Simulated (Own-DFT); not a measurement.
Simulation results for SiC (4H silicon carbide, atoms displaced), GaN (wurtzite, strained, atoms displaced)

All values are calculated (Own-DFT development build). A calculation, not a measurement: plane-wave PBE density functional theory by an unreviewed code, no spin, of a simulated periodic cell, stress positive in tension, free energy of the whole cell less one offset for each atom, forces on such cells passed a denser k mesh, this cell's mesh not checked; offsets are fitted by least squares, one for each functional and potential file, so energies compare only between cells with the same atoms and settings and are not formation energies; the far tail of each file's local potential was reset to the Coulomb form; each entry is a single point on an unrelaxed cell, so the pressure reflects the starting lattice, mostly measured values (interpolated for alloys), from which strain is counted, and rises with the displacements; printed positions are rounded, which can move forces by about a meV/angstrom; the program, named Own-DFT, is a retired in-house code; no spin-orbit coupling.

Settings shared by all entries: functional PBE.

(1) 
```xyz
128
Lattice="12.3308 0.0000 0.0000 -6.1654 10.6788 0.0000 0.0000 0.0000 10.0681" Properties=species:S:1:pos:R:3:force_x:R:1:force_y:R:1:force_z:R:1 formula=SiC potential_files=PseudoDojo_norm-conserving,scalar-relativistic,standard_set wave_cutoff=42 occupations=Fermi-Dirac smearing_width=0.1 hardware=one_NVIDIA_H200 k_mesh=3_x_3_x_3_centred_on_Gamma free_energy_of_cell_above_offsets=-19.302 pressure=3.7 stress_xx=-3.29 stress_yy=-3.3 stress_zz=-4.52 stress_yz=-0.25 stress_xz=-0.05 stress_xy=0.3 wall_time=526.9
Si     6.1425    10.6746     4.1182      1.245     -0.233     -1.039
Si    -0.0104     1.8430     1.5604      0.473     -1.644      0.285
C     -6.1360    10.6675     0.9457     -0.474      0.788     -0.079
C     -0.0229     1.7952     3.4842      0.417     -0.639     -0.787
Si    -1.5029     2.6742     4.0840     -1.339      0.471      0.564
Si    -1.5088     4.4225     1.5178     -0.922      1.263      0.871
C     -1.5321     2.6680     0.9051     -0.464     -0.016      0.342
C     -1.5465     4.4657     3.4702     -0.069     -0.276     -0.394
Si    -3.1050     5.3843     4.1240      0.794     -0.586     -1.139
Si    -3.0999     7.1264     1.5797      0.605      0.171     -0.026
C      9.1992     5.3750     0.9587      1.007     -0.967     -0.689
C     -3.1014     7.1070     3.4648      0.559      0.287      -0.06
Si     7.7022     7.9889     4.0140      0.422      0.778       1.47
Si    -4.6006     9.7906     1.5391     -0.227      0.093      1.104
C      7.6842     8.0108     0.9922       0.48     -0.025     -1.434
C     -4.5716     9.7588     3.4456     -0.946       1.11      0.323
Si     3.1147     0.0393     4.1339     -0.417     -0.797     -1.443
Si     3.0680     1.7501     1.5753      0.447       0.09      0.403
C     -3.0555    10.6611     0.9511     -1.373      0.562     -0.913
C      3.0954     1.7800     3.4468     -0.487      0.339      0.443
Si     1.5033     2.6729     4.0679      1.192     -0.144      0.455
Si     1.5597     4.3916     1.5370     -0.995      1.216      1.495
C      1.5689     2.6730     0.9477     -0.637     -0.771      -0.56
C      1.5159     4.4514     3.5106      0.359     -0.069     -1.247
Si    -0.0077     5.3374     4.0773     -0.083      0.257        0.6
Si     0.0196     7.0744     1.5844     -0.312      1.443       -0.7
C      0.0232     5.3528     0.8730      0.024     -0.824      1.437
C     -0.0076     7.1087     3.4328      0.068     -0.125      1.081
Si    -1.5628     7.9746     4.1361      0.138      0.599     -1.273
Si    -1.6048     9.7775     1.5666       2.16     -0.428      0.387
C     -1.5292     8.0046     0.9328     -0.253     -0.462     -0.102
C     -1.5474     9.7646     3.4620      0.148       0.15      0.427
Si     0.0187    10.6531     4.0888     -0.292      0.425     -1.215
Si     6.1828     1.7567     1.5629     -1.188      0.418      0.649
C      6.1744     0.0202     0.9432      0.031     -0.934      0.688
C      6.1264     1.8144     3.4601      1.931     -0.855     -0.057
Si     4.6659     2.6695     4.0929     -1.644       0.09     -0.293
Si     4.5872     4.4317     1.5412      0.803     -0.019      0.348
C      4.5799     2.6490     0.9601       0.83      0.145     -0.481
C      4.5879     4.4172     3.4070      0.798       0.79       1.31
Si     3.0912     5.3384     4.0967     -0.279     -0.193     -0.416
Si     3.1013     7.1229     1.5612     -0.824     -0.179      0.444
C      3.0382     5.3011     0.9992       0.84      1.201     -1.242
C      3.0588     7.1336     3.4468      1.373     -0.494      0.377
Si     1.5629     7.9770     4.0642     -0.724      0.574      0.398
Si     1.6045     9.8047     1.5600     -1.498      0.336      0.484
C      1.5571     8.0823     0.9383      0.017     -2.009      0.634
C      1.5587     9.7532     3.4437       0.23      0.677      0.378
Si     9.2616     0.0175     4.1088     -1.029     -0.636     -0.087
Si     9.2598     1.7972     1.5995     -0.138     -0.604     -0.261
C      3.0980    10.6692     0.9320      0.751      0.693      0.549
C      9.2469     1.7561     3.4884      0.238      1.072     -0.289
Si     7.7211     2.7278     4.1032     -0.311      -0.72     -0.388
Si     7.6824     4.4489     1.5201      0.129     -0.105      1.186
C      7.6874     2.6209     0.9389      0.631      0.948      0.269
C      7.7561     4.5059     3.4663     -1.465     -0.859     -0.239
Si     6.1415     5.3239     4.1387      0.197      0.277      -1.62
Si     6.1831     7.1066     1.5613      -0.62      0.165      0.718
C      6.1608     5.3658     0.9534     -0.477     -0.954     -1.039
C      6.1750     7.1494     3.4711     -0.815     -1.048     -0.163
Si     4.6508     8.0662     4.0720     -0.594     -1.306      0.027
Si     4.6498     9.7659     1.5931     -0.081      0.511     -0.693
C      4.6197     7.9885     0.9719      0.561      0.206     -0.639
C      4.6032     9.7946     3.4585      0.496      0.636      0.462
Si     0.0041     0.0181     9.1112     -0.092     -0.243      0.753
Si     6.1752     8.8737     6.5986      0.687      0.879      0.432
C      0.0382     0.0193     5.9912     -1.628     -1.173      -0.45
C      6.1874     8.9319     8.5281     -0.622     -0.727     -0.768
Si     7.6723     8.0041     9.1184      1.246        0.4        0.5
Si     7.6990     6.1996     6.6356       0.19      0.983     -1.157
C     -4.6313     8.0242     5.9524      0.159     -0.924      0.136
C      7.7312     6.2368     8.4817     -1.052     -0.286      0.371
Si     9.2169     5.3534     9.1340      1.058     -0.688     -0.058
Si     9.2390     3.5259     6.5975      0.691      1.297      0.566
C      9.2227     5.3794     5.9452       0.63     -1.033      1.453
C      9.3015     3.5128     8.5172     -2.423      1.165      -0.42
Si    10.7466     2.6426     9.0962      1.871     -0.096      0.211
Si    10.8074     0.8652     6.5929     -0.846      0.356      0.362
C     10.7778     2.6666     5.9989      0.597          0     -0.419
C     10.7943     0.8535     8.5101      0.028       0.67     -0.492
Si     9.2707     0.0164     9.1532     -0.718     -0.741     -1.049
Si     3.0944     8.8816     6.6121     -0.122       0.85     -0.133
C      9.1832     0.0347     5.9843      1.414     -0.719      0.166
C      3.0800     8.9010     8.4791      0.137     -0.134      0.939
Si     4.6427     8.0108     9.1272     -0.413       0.34      0.122
Si     4.6742     6.2415     6.5984      -1.47     -0.374      0.324
C      4.6668     8.0440     5.9611     -0.777     -0.698      0.041
C      4.6048     6.2277     8.5229       0.77      0.279     -0.528
Si     6.1628     5.2997     9.0646      0.007      1.502      1.541
Si     6.1549     3.5562     6.5904     -0.245     -0.964      0.868
C      6.1571     5.2855     6.0065      0.272      1.175     -0.178
C      6.1558     3.5786     8.5392     -0.017     -1.314     -0.991
Si     7.6538     2.6210     9.1491       1.11      0.792     -0.689
Si     7.6802     0.9320     6.6480     -0.112      -0.72     -1.456
C      7.7366     2.6978     6.0027     -1.176     -0.328      -0.44
C      7.6836     0.8856     8.4688      0.306     -0.233      1.398
Si     6.1617     0.0161     9.1725      0.011     -1.246     -0.938
Si     0.0369     8.8312     6.5700     -0.545      1.483      0.702
C      6.1544     0.0177     5.9144      0.799     -0.892      1.557
C     -0.0557     8.8635     8.4772      1.968      0.735      0.202
Si     1.5482     7.9602     9.1874     -0.404      1.476     -1.867
Si     1.5479     6.1910     6.6266      0.703      0.819     -0.423
C      1.5813     8.0057     5.9816     -0.145      -0.99     -0.625
C      1.5749     6.2350     8.4940     -0.746     -0.496      0.593
Si     3.0742     5.3782     9.1649      0.158      -1.16     -0.393
Si     3.0176     3.5516     6.6124      1.591     -0.749     -0.158
C      3.0963     5.2717     5.9742      0.092      1.675       0.09
C      3.1179     3.5662     8.4938     -0.977      0.258      0.329
Si     4.6015     2.6494     9.1434      0.356      0.389      0.087
Si     4.6706     0.8809     6.5977      -1.07      0.118      0.597
C      4.6187     2.6421     5.9584      0.062      0.713      0.655
C      4.6547     0.8921     8.5741     -1.003     -0.114     -1.555
Si     3.0222     0.0179     9.1187      1.492     -0.217     -0.036
Si    -3.0770     8.8563     6.6347     -0.314      1.428     -0.921
C      3.0803     0.0715     5.9465      0.044     -1.389      1.773
C     -3.0666     8.9298     8.4929     -0.673     -0.845      0.541
Si    -1.5145     7.9764     9.0833     -1.076      0.633      0.998
Si    -1.5347     6.2298     6.6198     -0.721     -0.205     -0.143
C     -1.5425     7.9786     5.9940      0.233       0.26     -0.178
C     -1.5512     6.2310     8.4773      -0.08      -0.71      0.593
Si    -0.0052     5.3171     9.1226      0.142      1.227     -0.905
Si    -0.0036     3.5932     6.6099     -0.104     -0.479      0.168
C     -0.0073     5.3800     6.0337      0.061     -0.702     -1.259
C      0.0184     3.5986     8.5275     -0.754     -1.242     -0.675
Si     1.5347     2.7087     9.1126      0.529     -0.605     -0.082
Si     1.4895     0.8728     6.6038      1.946       1.08     -0.219
C      1.5239     2.6718     5.9625     -0.658       -0.2      0.265
C      1.5095     0.8881     8.4670      0.203      0.797      0.676
```

Units: wave_cutoff in hartree; smearing_width, free_energy_of_cell_above_offsets in eV; pressure, stress_xx, stress_yy, stress_zz, stress_yz, stress_xz, stress_xy in GPa; wall_time in s; force_x, force_y, force_z in eV/Å.

(2) 
```xyz
32
Lattice="6.1654 0.0000 0.0000 -3.0827 5.3394 0.0000 0.0000 0.0000 10.0681" Properties=species:S:1:pos:R:3:force_x:R:1:force_y:R:1:force_z:R:1 formula=SiC potential_files=PseudoDojo_norm-conserving,scalar-relativistic,standard_set wave_cutoff=42 occupations=Fermi-Dirac smearing_width=0.1 hardware=one_NVIDIA_H100 k_mesh=5_x_5_x_3_centred_on_Gamma free_energy_of_cell_above_offsets=7.522 pressure=12.48 stress_xx=-12.66 stress_yy=-6.76 stress_zz=-18.02 stress_yz=1.59 stress_xz=0.18 stress_xy=1.3 wall_time=121.5
Si     3.0153     5.2223     4.1382      1.748      0.045     -8.165
Si    -0.0222     1.8126     1.5189     -0.302      0.092      1.147
C     -3.0189     5.3153     1.0265      -2.84      2.228     -3.264
C      0.0401     1.7071     3.4624     -1.145     -0.461     -0.304
Si    -1.4112     2.5669     4.1681     -3.146     -0.125     -2.617
Si    -1.6750     4.5186     1.7022      5.081     -2.232     -4.084
C      4.5696     2.7288     0.8284      1.217      0.014      1.235
C     -1.5295     4.2054     3.3205     -0.159      1.086      8.048
Si     3.0976     0.0426     4.2463     -0.571     -0.934      -5.48
Si     3.1160     1.7781     1.4493      0.168     -1.493      3.006
C      0.1593     5.2554     1.1509     -6.738      3.583     -5.121
C      2.8120     1.6356     3.4066      3.621      1.536     -0.306
Si     1.4755     2.7055     4.0289      1.519     -0.422      0.878
Si     1.5424     4.4272     1.5187       3.57     -1.705      0.125
C      1.5879     2.6489     0.9791     -1.465      0.314     -2.668
C      1.5641     4.4808     3.2639     -1.027     -0.675       5.77
Si     0.0643     0.0412     9.1372     -1.169      -2.46      0.689
Si     3.2218     3.3928     6.7453     -4.714      3.585     -8.157
C      3.0634     5.2796     5.7390      1.153      0.372      11.22
C      2.9787     3.3827     8.3342      2.036       2.23      8.227
Si    -1.4711     2.6581     9.0799     -2.317     -0.598      0.138
Si     4.6452     1.0717     6.6454      1.943     -7.719      0.912
C     -1.5203     2.6484     6.0849     -1.333      0.617     -4.472
C      4.6113     0.7188     8.5403       1.42      3.236     -1.038
Si     2.9863     0.1761     9.1373      3.421      -5.16      2.761
Si    -0.1786     3.5326     6.4625      8.488      3.195      2.792
C      3.1708     0.1636     5.9983     -0.108     -3.238      1.163
C     -0.1279     3.6058     8.3463      1.376      0.658      1.366
Si     1.4641     2.7370     9.0742     -0.821      0.205      0.554
Si     1.6791     0.8323     6.6900     -3.617      1.213     -2.561
C      1.6919     2.5423     5.9582     -2.316      1.729     -0.114
C      1.5674     0.9209     8.5660     -2.973      1.282     -1.682
```

Units: wave_cutoff in hartree; smearing_width, free_energy_of_cell_above_offsets in eV; pressure, stress_xx, stress_yy, stress_zz, stress_yz, stress_xz, stress_xy in GPa; wall_time in s; force_x, force_y, force_z in eV/Å.

(3) 
```xyz
96
Lattice="12.7560 0.0000 0.0000 -4.7835 8.2853 0.0000 0.0000 0.0000 10.4996" Properties=species:S:1:pos:R:3:force_x:R:1:force_y:R:1:force_z:R:1 formula=GaN potential_files=PseudoDojo_norm-conserving,scalar-relativistic,standard_set_with_the_stringent_files_for_Ga wave_cutoff=96 occupations=Gaussian smearing_width=0.01 k_mesh=3_x_4_x_3_centred_on_Gamma free_energy_of_cell_above_offsets=-5.648 pressure=4.47 stress_xx=-5.85 stress_yy=-5.77 stress_zz=-1.77 stress_yz=-0.61 stress_xz=0.5 stress_xy=-0.21
Ga    -0.0389     1.9533     0.0370      0.865     -2.223     -0.409
Ga     1.5324     0.8460     2.5971      0.851      2.054     -0.068
N      0.0276     1.9425     1.9578     -0.648     -2.953      0.206
N      1.6141     0.9429     4.6186     -0.554     -0.674     -1.201
Ga     0.0489     1.8212     5.2919      -0.71      1.232      0.077
Ga     1.5988     0.9710     7.8866     -1.242     -1.065      0.959
N     -0.0070     1.9013     7.2528      0.016     -0.995     -0.124
N      1.6204     0.9692     9.8694     -0.386     -0.561      0.209
Ga    -1.6962     4.6148     0.0282      2.175       0.22       0.33
Ga    -0.0313     3.6495     2.5658      0.258      1.527      1.768
N     -1.6444     4.5576     2.0131     -0.145        0.7     -0.687
N     -0.0564     3.6520     4.5440       0.77      0.364      0.761
Ga    -1.6377     4.6178     5.3182      1.282     -0.667     -1.466
Ga     0.0107     3.6939     7.9125     -1.281     -0.327      0.123
N     -1.6481     4.6015     7.1798      0.608      0.326      1.806
N      0.0927     3.6504     9.8603     -1.452      2.306     -0.077
Ga    -3.2031     7.3563     0.0495     -1.006       1.45     -1.783
Ga    -1.5738     6.4308     2.5595      0.105     -0.255      0.979
N     -3.1932     7.3581     1.9079      0.078     -0.344      1.817
N     -1.5728     6.4102     4.6543      0.153      0.666     -1.627
Ga    -3.0974     7.4013     5.2010      -0.65      -0.48      1.133
Ga    -1.6210     6.4569     7.9104      0.014     -0.241     -0.301
N     -3.1593     7.3608     7.1965      -0.85       0.18      0.216
N     -1.7117     6.4568     9.8868      1.965     -0.477     -0.422
Ga     3.2583     1.8371     0.0241     -1.721      0.616     -0.043
Ga     4.7822     0.8332     2.6550     -0.025      2.341        0.1
N      3.2065     1.8855     1.9407     -0.015     -1.024      1.069
N      4.7517     0.9212     4.6569     -0.374      0.026       -0.7
Ga     3.1175     1.8304     5.2505      1.531      1.167       0.24
Ga     4.7361     0.9329     7.8390      0.795     -0.586      0.047
N      3.1509     1.7681     7.2670      0.693      2.108     -1.281
N      4.7373     0.9590     9.7897      1.403     -0.685      0.287
Ga     1.6389     4.6351     0.0423     -0.994     -0.564       0.94
Ga     3.2727     3.7276     2.5947     -1.591      -1.09     -0.271
N      1.5887     4.5873     2.0749      0.324      0.754     -1.138
N      3.2334     3.7692     4.4851      0.114     -1.085      1.923
Ga     1.6563     4.5796     5.2067     -1.851      0.369      0.056
Ga     3.2368     3.6976     7.9203     -1.543      -0.57     -0.129
N      1.4919     4.5226     7.2033      2.595      1.456     -0.318
N      3.1322     3.7208     9.8904      2.537     -0.392     -0.399
Ga    -0.0319     7.3874    10.4839      0.413     -0.415     -0.928
Ga     1.5991     6.4555     2.6385     -0.572     -0.472       0.42
N      0.0246     7.4150     1.8904     -0.427     -1.414      0.824
N      1.5435     6.5394     4.6602      1.101      -1.16      -0.89
Ga    -0.0191     7.3845     5.3114     -0.136     -0.235      0.115
Ga     1.6327     6.4083     7.9546     -0.521      0.117     -1.296
N     -0.0306     7.3585     7.2383      0.675     -0.258      0.917
N      1.6709     6.3907     9.8722     -1.259      1.238      0.125
Ga     6.3834     1.7702    10.4838      0.357      0.243      0.978
Ga     8.0201     0.8272     2.6137     -0.766       1.94       0.26
N      6.4094     1.9041     2.0702     -0.196     -1.213     -1.048
N      7.9384     0.9658     4.6013      1.557     -1.378     -0.319
Ga     6.3747     1.8184     5.1465     -0.478      0.647      1.242
Ga     7.9858     0.9520     7.8552      -0.26     -0.209      0.585
N      6.3415     1.8472     7.2265      0.358      0.197     -0.245
N      8.0128     0.8132     9.8855     -0.546      2.036      -0.51
Ga     4.8798     4.6219     0.0230     -1.242      0.194      0.003
Ga     6.3644     3.7404     2.6895      1.048     -0.963     -0.779
N      4.8264     4.5641     2.0127      0.118      1.942     -1.048
N      6.4181     3.6793     4.5677     -0.364      0.825      1.466
Ga     4.8003     4.6075     5.2767      0.213      -0.36     -0.477
Ga     6.4442     3.6652     7.9282     -1.709      -0.52     -0.282
N      4.7298     4.6628     7.2112      1.096      -1.14      0.448
N      6.4957     3.7338     9.9209     -3.582     -2.512     -1.875
Ga     3.2756     7.3080    10.4983     -2.378      0.901      0.515
Ga     4.8480     6.4413     2.6806     -0.965      -0.03     -0.576
N      3.0915     7.3873     1.9049      1.846     -1.107      1.084
N      4.7661     6.4711     4.6454      1.696     -0.711     -0.909
Ga     3.2408     7.2995     5.2209     -1.762      1.879      1.523
Ga     4.7620     6.4172     7.8971      0.868      1.548      0.118
N      3.2310     7.4044     7.3271     -0.717     -0.837     -1.426
N      4.7609     6.5440     9.8862      2.866      -2.55     -0.729
Ga     9.5304     1.8807     0.0532      0.797     -0.804     -1.604
Ga    11.1072     0.9317     2.6485      1.498      0.714      0.589
N      9.6068     1.8622     1.9323     -0.873     -0.242      1.323
N     11.2218     0.9144     4.7048     -1.069      0.239     -1.682
Ga     9.5567     1.8821     5.2745      0.329     -1.143      0.351
Ga    11.1870     0.8632     7.9003      0.238      1.454       0.61
N      9.6003     1.8095     7.2554     -0.328      0.606     -0.155
N     11.2101     0.8892     9.9023      -0.77      0.685     -0.215
Ga     7.9450     4.5432    10.4391      3.178      2.435      1.798
Ga     9.4821     3.6706     2.6651      0.458      0.279      0.317
N      7.9453     4.6388     1.9429      0.209     -0.431      0.143
N      9.5964     3.6572     4.6564     -1.198      0.932     -0.643
Ga     7.9627     4.6836     5.3258      0.321     -1.466     -1.409
Ga     9.5644     3.6874     7.8194      0.266     -0.579       0.61
N      7.9131     4.5404     7.2026      0.928      1.106      0.821
N      9.6080     3.7312     9.8346     -1.511     -1.283     -0.698
Ga     6.4346     7.3499     0.0542     -0.858      0.861     -0.227
Ga     7.9843     6.4367     2.5993      0.436     -0.249      0.745
N      6.4281     7.3900     2.0289     -0.732     -0.153     -0.102
N      8.0305     6.4496     4.6370      0.059      0.241     -1.095
Ga     6.4539     7.3668     5.2103     -0.616      0.279      0.697
Ga     7.9486     6.4171     7.8685      0.476      0.928      0.053
N      6.4254     7.4490     7.1595     -0.512     -2.427      0.576
N      7.9301     6.4503     9.8790      0.845     -0.813     -0.694
```

Units: wave_cutoff in hartree; smearing_width, free_energy_of_cell_above_offsets in eV; pressure, stress_xx, stress_yy, stress_zz, stress_yz, stress_xz, stress_xy in GPa; force_x, force_y, force_z in eV/Å.
